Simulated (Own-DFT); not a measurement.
# Computed records: AlGa₃N₄ (wurtzite random alloy, strained, atoms displaced)

Computed with Own-DFT development build. A calculation, not a measurement: plane-wave PBE density functional theory by an unreviewed code, no spin, of a simulated periodic cell, stress positive in tension, free energy of the whole cell less one offset for each atom, forces on such cells passed a denser k mesh, this cell's mesh not checked; offsets are fitted by least squares, one for each functional and potential file, so energies compare only between cells with the same atoms and settings and are not formation energies; the far tail of each file's local potential was reset to the Coulomb form; each entry is a single point on an unrelaxed cell, so the pressure reflects the starting lattice, mostly measured values, from which strain is counted, and rises with the displacements; printed positions are rounded, which can move forces by about a meV/angstrom; the program is a retired in-house code; no spin-orbit coupling.

Common to all runs: functional PBE; potential files PseudoDojo norm-conserving, scalar-relativistic, standard set; wave cutoff 42 hartree; occupations Fermi-Dirac; smearing width 0.1 eV; k mesh 4 x 4 x 3 centred on Gamma.

(1) 
```xyz
72
Lattice="9.4142 0.0000 0.0000 -4.7071 8.1529 0.0000 0.0000 0.0000 10.2685" Properties=species:S:1:pos:R:3:force_x:R:1:force_y:R:1:force_z:R:1 formula=AlGa3N4 free_energy_of_cell_above_offsets=8.392 pressure=11.92 stress_xx=-11.84 stress_yy=-13.98 stress_zz=-9.94 stress_yz=0.24 stress_xz=-0.63 stress_xy=1.71
Ga    -0.0172     1.8455     0.0884      0.913     -0.526     -1.303
Ga     1.5252     0.9100     2.6281      1.651     -0.382     -0.654
N      0.0348     1.7382     1.9645     -0.895      2.384      -0.02
N      1.5710     0.9057     4.4936      0.948      1.139      0.692
Ga     0.0059     1.8436     5.0896     -0.918     -0.344      0.909
Al     1.4713     0.8801     7.7117      0.756      1.073      0.021
N     -0.0702     1.9090     7.0527      2.161     -1.356      0.242
N      1.5752     0.8424     9.6863     -0.122      2.091     -1.971
Ga    -1.5986     4.5206    10.2251      0.029     -0.391      0.853
Al    -0.0476     3.5490     2.5251      1.471       0.37      1.203
N     -1.4961     4.5215     2.0747     -1.588     -0.847      -2.07
N     -0.0074     3.5987     4.4770      0.596      1.141     -1.161
Ga    -1.5677     4.6426     5.0373      0.416     -4.002      2.278
Ga    -0.0160     3.6970     7.7755      0.259     -0.232     -1.107
N     -1.5963     4.5058     7.1047     -0.009      1.489      -0.49
N      0.0553     3.6497     9.6700      0.292      0.398      1.096
Ga    -3.1047     7.2893     0.0427     -1.813     -1.326      0.446
Ga    -1.5304     6.3562     2.5397     -0.608      0.301     -0.297
N     -3.1640     7.2928     1.9566      0.017     -1.457      0.633
N     -1.6279     6.2892     4.4368      0.718       3.58     -0.076
Ga    -3.1470     7.2922     5.0932      0.352     -0.673     -0.554
Ga    -1.6234     6.4182     7.7190      1.858     -2.348      0.818
N     -3.0020     7.2744     6.9531     -3.698      1.277      1.758
N     -1.6112     6.3583     9.7212        0.2     -0.713     -1.428
Ga     3.2171     1.7602     0.0793     -2.577      1.272     -2.319
Ga     4.7028     0.8890     2.4458      0.957     -0.681      2.123
N      3.1906     1.7953     1.8734     -1.463      0.577      2.718
N      4.7792     0.8546     4.5352     -1.926      0.572     -1.154
Ga     3.1535     1.8696     5.2345      0.295     -0.534     -2.351
Ga     4.6780     0.8928     7.7249      0.443      0.327     -0.004
N      3.1460     1.8555     7.0613     -1.351     -1.414      1.698
N      4.6555     0.9036     9.6915      1.769     -0.771     -1.289
Al     1.6895     4.4849     0.0208     -1.912      1.368     -0.168
Ga     3.0919     3.6076     2.5833      1.216      0.144      0.136
N      1.5564     4.5390     1.9593      -0.44     -1.319     -1.191
N      3.1597     3.7241     4.5168       0.93     -1.495     -0.162
Ga     1.6081     4.5516     5.1451     -1.604      -0.11      0.036
Ga     3.1384     3.6218     7.6972     -0.011       0.79      0.229
N      1.5866     4.5373     7.0656     -0.305      0.421       0.31
N      3.1280     3.5877     9.6139      0.073       -0.2      0.844
Ga    -0.0827     7.2615     0.0414      1.954      -0.84     -1.844
Al     1.5441     6.2492     2.5484      1.144      2.124      0.362
N      0.0600     7.1950     1.8444      0.138      0.163       2.74
N      1.6231     6.3215     4.4589      -1.24      0.441     -0.432
Ga    -0.0578     7.2322     5.1695      1.052     -0.581     -0.795
Ga     1.5495     6.4153     7.6742      0.748      -1.82      1.431
N      0.0244     7.2291     7.0888     -1.702      0.619     -0.193
N      1.5952     6.3636     9.6699     -0.927     -1.265     -0.128
Ga     6.2751     1.8033    10.2245        0.7     -0.445      0.477
Ga     7.8427     0.8993     2.5499       -0.2     -0.048      0.971
N      6.2879     1.8252     1.9764      0.036      0.968     -1.062
N      7.8827     0.8342     4.4824     -1.149      1.519      0.531
Al     6.2246     1.7483     5.0838      2.522      1.125      1.053
Ga     7.8998     0.9068     7.7178     -1.056      0.517     -0.766
N      6.2564     1.8143     7.1143      -0.15     -1.384     -1.699
N      7.9333     0.9170     9.5947     -1.151     -0.201      1.363
Ga     4.6673     4.5261     0.0356      0.512     -0.392     -0.324
Al     6.2927     3.6303     2.5569      0.775     -0.326      1.208
N      4.8163     4.5313     1.9612     -1.329       0.32      0.297
N      6.3374     3.6149     4.5232     -2.309     -0.627     -0.562
Al     4.6823     4.5475     5.1701      1.654      0.083     -0.629
Ga     6.2437     3.5624     7.6907      0.437      1.168     -0.958
N      4.7151     4.5834     7.0613      -0.29     -0.833     -0.948
N      6.1884     3.5901     9.5573      0.939      0.498      1.837
Ga     3.2022     7.1850    10.2176     -1.041      1.599      1.255
Al     4.6966     6.3088     2.5692      0.456      0.868      0.351
N      3.2161     7.3004     1.9880     -1.097     -2.896     -0.907
N      4.6888     6.3967     4.5498      2.465     -3.125     -1.846
Ga     3.2291     7.1989     5.1065     -3.266      1.676      1.174
Al     4.7466     6.2777     7.6281     -0.621      2.035      0.988
N      3.0691     7.2854     7.0895      2.913     -0.898     -0.608
N      4.6761     6.2808     9.6154      2.008      0.365     -1.612
```

Units: free_energy_of_cell_above_offsets in eV; pressure, stress_xx, stress_yy, stress_zz, stress_yz, stress_xz, stress_xy in GPa; force_x, force_y, force_z in eV/Å.

(2) 
```xyz
72
Lattice="9.4142 0.0000 0.0000 -4.7071 8.1529 0.0000 0.0000 0.0000 10.2685" Properties=species:S:1:pos:R:3:force_x:R:1:force_y:R:1:force_z:R:1 formula=AlGa3N4 free_energy_of_cell_above_offsets=8.552 pressure=12.03 stress_xx=-13.08 stress_yy=-14.42 stress_zz=-8.59 stress_yz=1.01 stress_xz=0.65 stress_xy=-0.26
Ga     0.0473     1.7581    10.1767     -1.417      1.156      1.441
Al     1.5426     0.9814     2.5376      1.373     -1.293      0.804
N      0.0476     1.8415     1.9791     -0.367      0.496     -0.926
N      1.5777     0.9134     4.5198      0.032     -0.342     -0.939
Ga     0.0495     1.9642     5.1239     -0.415     -5.221      1.625
Ga     1.5406     0.8912     7.5824      0.263      -1.08      1.795
N      0.0233     1.8038     7.1410     -0.685      1.418     -1.933
N      1.5178     0.9407     9.5661      2.175     -1.896      0.147
Ga    -1.5373     4.4574     0.0276      0.537      1.361     -0.633
Al     0.0159     3.6008     2.5553     -0.345      0.576     -0.021
N     -1.6529     4.5475     1.9337      4.069     -0.255     -0.061
N      0.0333     3.5633     4.5110     -1.851      4.225      -2.79
Ga    -1.6461     4.5934     5.1379      1.202     -1.601      0.489
Ga     0.0747     3.6111     7.7600     -0.223      0.897     -1.533
N     -1.5493     4.5692     7.0429     -0.329      -0.39      1.235
N      0.0670     3.6266     9.6096      -0.57     -0.177      1.377
Ga    -3.1350     7.1677     0.0773     -0.795      1.405     -0.846
Ga    -1.6001     6.3060     2.5732      0.733          1       0.36
N     -3.1391     7.2039     1.9830     -1.558      1.254      0.734
N     -1.5659     6.3180     4.5535     -1.891      0.893     -1.695
Al    -3.1736     7.2748     5.0890      0.395     -0.046      0.823
Al    -1.5122     6.3412     7.8090     -1.393      -0.09     -0.986
N     -3.0121     7.2729     7.0326     -1.141     -1.944     -0.331
N     -1.5915     6.3959     9.6669      0.604     -1.483     -0.414
Ga     3.1743     1.7834    10.2002     -1.692      1.275      0.948
Ga     4.7002     0.8914     2.6147     -0.144      0.519     -1.233
N      3.1363     1.8072     1.9192     -0.933     -0.246      -0.01
N      4.7043     0.8612     4.5064      0.016      0.397      0.666
Ga     3.1678     1.8759     5.1604     -0.645     -1.973     -0.118
Al     4.6844     0.9234     7.7010     -0.719     -0.773      0.377
N      3.0447     1.8271     7.1028       2.98     -0.205     -0.435
N      4.6874     0.9247     9.6778      1.498      -0.73     -2.055
Ga     1.6386     4.5499    10.2327     -0.714      -1.32      1.084
Ga     3.1076     3.6830     2.4998      0.347     -2.009      1.284
N      1.5594     4.5422     1.9397     -1.474     -0.247     -0.243
N      3.1458     3.5733     4.5010     -0.066      1.808     -0.587
Ga     1.4965     4.5495     5.0604      1.859     -1.457       1.51
Ga     3.1415     3.6263     7.6122       0.17     -0.144      1.607
N      1.6591     4.5344     7.0120     -1.982      1.358      0.176
N      3.1875     3.7320     9.6043      0.289     -1.717     -0.395
Ga     0.0092     7.2400     0.0580     -0.264       0.36     -1.174
Ga     1.5392     6.3086     2.6542      0.305      1.222     -2.854
N     -0.0333     7.2385     1.9011      0.377     -0.367      1.987
N      1.6027     6.2429     4.4455     -0.479      2.646      2.253
Ga    -0.0619     7.2075     5.0890       1.57      0.425      1.635
Al     1.6086     6.3318     7.7085     -1.276      0.041      0.012
N     -0.1131     7.2307     7.1000      2.925      0.762     -0.022
N      1.4516     6.2360     9.6223      1.543      2.707     -1.174
Ga     6.3003     1.8667    10.2154     -0.466     -0.672      1.354
Ga     7.8760     0.9292     2.5633     -0.527      0.555      0.524
N      6.2669     1.8130     1.9834      0.501      0.536     -0.491
N      7.8695     0.8948     4.5368     -0.094       0.66      0.334
Ga     6.2550     1.8626     5.0597      0.567     -2.359      0.932
Ga     7.8325     1.0252     7.5918      0.143     -2.197       1.73
N      6.2318     1.8133     7.1264      -1.19      1.325     -1.132
N      7.8397     0.9235     9.6171      -0.02     -0.592     -0.303
Al     4.6635     4.5629    10.2571      1.575      -1.45      0.963
Ga     6.3424     3.7257     2.5828     -2.824     -2.945     -0.056
N      4.6966     4.4037     1.9360      0.504       3.36      -0.97
N      6.2579     3.5938     4.4878      0.701      1.341      0.148
Ga     4.7439     4.4463     5.1950     -1.538      1.595     -1.612
Al     6.3128     3.6498     7.5998     -0.381      0.191      1.708
N      4.6682     4.5723     7.0479       2.16     -1.916      0.573
N      6.3237     3.6676     9.6736     -1.853      0.522     -2.064
Ga     3.1518     7.2359     0.0420     -1.126      0.409       -0.6
Al     4.6692     6.3439     2.6137       0.22     -0.564     -0.205
N      3.1597     7.3086     1.9764      0.095     -1.952     -0.113
N      4.6845     6.3472     4.5342      1.001     -0.456     -0.666
Ga     3.1486     7.2565     5.2363      -0.22     -0.262     -0.595
Ga     4.7285     6.2750     7.7349      0.961      2.194      0.006
N      3.1606     7.2196     7.1703     -0.829      0.671     -0.444
N      4.6616     6.2696     9.6690       0.75      0.812      0.015
```

Units: free_energy_of_cell_above_offsets in eV; pressure, stress_xx, stress_yy, stress_zz, stress_yz, stress_xz, stress_xy in GPa; force_x, force_y, force_z in eV/Å.

(3) 
```xyz
72
Lattice="9.4142 0.0000 0.0000 -4.7071 8.1529 0.0000 0.0000 0.0000 10.2685" Properties=species:S:1:pos:R:3:force_x:R:1:force_y:R:1:force_z:R:1 formula=AlGa3N4 free_energy_of_cell_above_offsets=8.634 pressure=11.81 stress_xx=-12.8 stress_yy=-13.44 stress_zz=-9.2 stress_yz=0.1 stress_xz=-0.39 stress_xy=0.8
Ga     0.0612     1.8110     0.0291     -0.776      0.587     -1.925
Ga     1.5970     1.0218     2.5711     -0.289     -1.569      -0.62
N      0.0265     1.7432     1.8342     -0.251      1.983      3.223
N      1.5403     0.8946     4.4602      1.581     -0.817      1.186
Ga    -0.0087     1.7485     5.0876      1.623      1.374      2.526
Ga     1.6132     0.8718     7.7668     -0.285      2.034     -0.359
N     -0.0349     1.7918     7.1292      0.647      0.126     -0.512
N      1.6215     0.8871     9.6905      -0.14     -0.063     -0.397
Ga    -1.5546     4.4767     0.0605     -1.989      0.472     -0.731
Al     0.0249     3.6675     2.6510     -1.166      -1.03     -1.302
N     -1.6225     4.4119     1.8994      2.174      1.611      2.277
N      0.0244     3.5818     4.5872     -0.549       0.74     -2.077
Ga    -1.5645     4.5787     5.1160      0.652     -1.458      1.276
Ga    -0.0141     3.6611     7.6785      0.199     -0.839      0.686
N     -1.5602     4.6018     7.1193     -0.077       0.21     -1.153
N     -0.0736     3.7139     9.6685      3.164     -1.874     -0.937
Ga    -3.1301     7.1964    10.2419     -0.582      0.255      1.063
Ga    -1.6097     6.3795     2.5881     -0.037     -1.339     -0.925
N     -3.1287     7.3030     1.9829      -1.11     -0.594     -0.566
N     -1.6042     6.2852     4.4683     -0.311      2.177      1.205
Al    -3.1773     7.2250     5.1240      0.173      0.182      0.235
Al    -1.6068     6.3296     7.7080      0.226      0.812      0.603
N     -3.1492     7.3155     7.1152      0.798     -2.351     -1.706
N     -1.5962     6.2632     9.6505      0.473      1.223     -1.027
Ga     3.1673     1.8055     0.0181      0.647      0.701     -1.281
Ga     4.7117     0.8774     2.5575       1.38      0.295      0.043
N      3.1976     1.8279     1.9040     -0.311      0.934      0.966
N      4.6671     0.8697     4.5089      0.709      0.963      0.812
Al     3.1360     1.8073     5.0604     -0.704      0.182      1.453
Ga     4.7737     0.8628     7.6457      -1.17      1.098      0.895
N      3.1637     1.8582     7.1052      0.097     -0.945       -1.8
N      4.7603     0.8912     9.6134     -0.798      0.746     -0.327
Al     1.5620     4.5052    10.2289      0.039      0.616     -0.336
Al     3.1078     3.6055     2.5494      0.102      0.789     -0.185
N      1.4913     4.6072     1.8748      1.231     -2.595      0.715
N      3.0635     3.6456     4.4859      1.899     -1.816     -1.454
Ga     1.5639     4.5339     5.0554     -0.232     -0.789      2.577
Al     3.1207     3.5910     7.6966      0.345      0.832     -0.521
N      1.5717     4.4858     7.0899      0.701      0.807     -0.316
N      3.2312     3.6256     9.5294     -2.515      0.083      1.744
Ga    -0.0618     7.3449     0.0170      0.129     -2.386      0.664
Ga     1.5063     6.3444     2.6041      1.989      -0.77      0.432
N      0.0397     7.1514     2.0382      -2.59      2.452     -1.639
N      1.5501     6.3093     4.5821      0.496      0.793     -1.587
Ga     0.0300     7.1905     5.1534     -1.602      0.712     -0.037
Ga     1.5148     6.3729     7.7141      2.397      -1.57       1.33
N      0.0531     7.2208     7.0762     -2.751      0.006     -0.343
N      1.5107     6.3709     9.7619     -0.004     -1.228     -1.431
Ga     6.3123     1.8130    10.2186     -0.106      0.323      0.895
Ga     7.8724     0.8268     2.5582     -0.189      2.328      0.272
N      6.3438     1.8356     1.9079     -1.073     -0.838      0.492
N      7.8983     1.0450     4.5056     -3.827     -3.001     -0.516
Al     6.2142     1.8061     5.2692      1.148      0.099     -2.487
Al     7.9387     0.8610     7.7503     -1.135      0.678      0.282
N      6.2945     1.8514     7.0873      1.277      -2.63     -0.249
N      7.8680     0.8956     9.6759      0.565     -0.112     -1.369
Ga     4.7095     4.5843    10.2544      0.122     -1.196     -0.199
Ga     6.2327     3.6812     2.5394      1.204     -2.295      1.588
N      4.7282     4.4724     1.9279     -2.878      0.879      0.035
N      6.3750     3.5908     4.5864     -2.111     -0.962     -0.757
Ga     4.7405     4.4984     5.1649     -0.333     -1.324      0.813
Ga     6.3652     3.5703     7.6403     -1.839      2.355      1.711
N      4.6358     4.5422     7.1004      0.792     -0.482     -0.149
N      6.2092     3.6029     9.6380       1.26      0.518     -0.682
Ga     3.0637     7.2535     0.0949      0.575      0.064     -2.654
Ga     4.5973     6.2788     2.5755      1.576      0.744     -0.119
N      3.0712     7.2506     1.8962      0.428     -1.222      2.699
N      4.6751     6.2260     4.5416      0.927      2.345     -0.854
Ga     3.1310     7.2032     5.0680      0.513      1.503      1.757
Ga     4.6508     6.3709     7.7729       0.99     -1.083     -1.256
N      3.1851     7.2830     7.1235     -1.783      0.385     -1.237
N      4.6445     6.3326     9.6213      0.266      1.157      1.569
```

Units: free_energy_of_cell_above_offsets in eV; pressure, stress_xx, stress_yy, stress_zz, stress_yz, stress_xz, stress_xy in GPa; force_x, force_y, force_z in eV/Å.
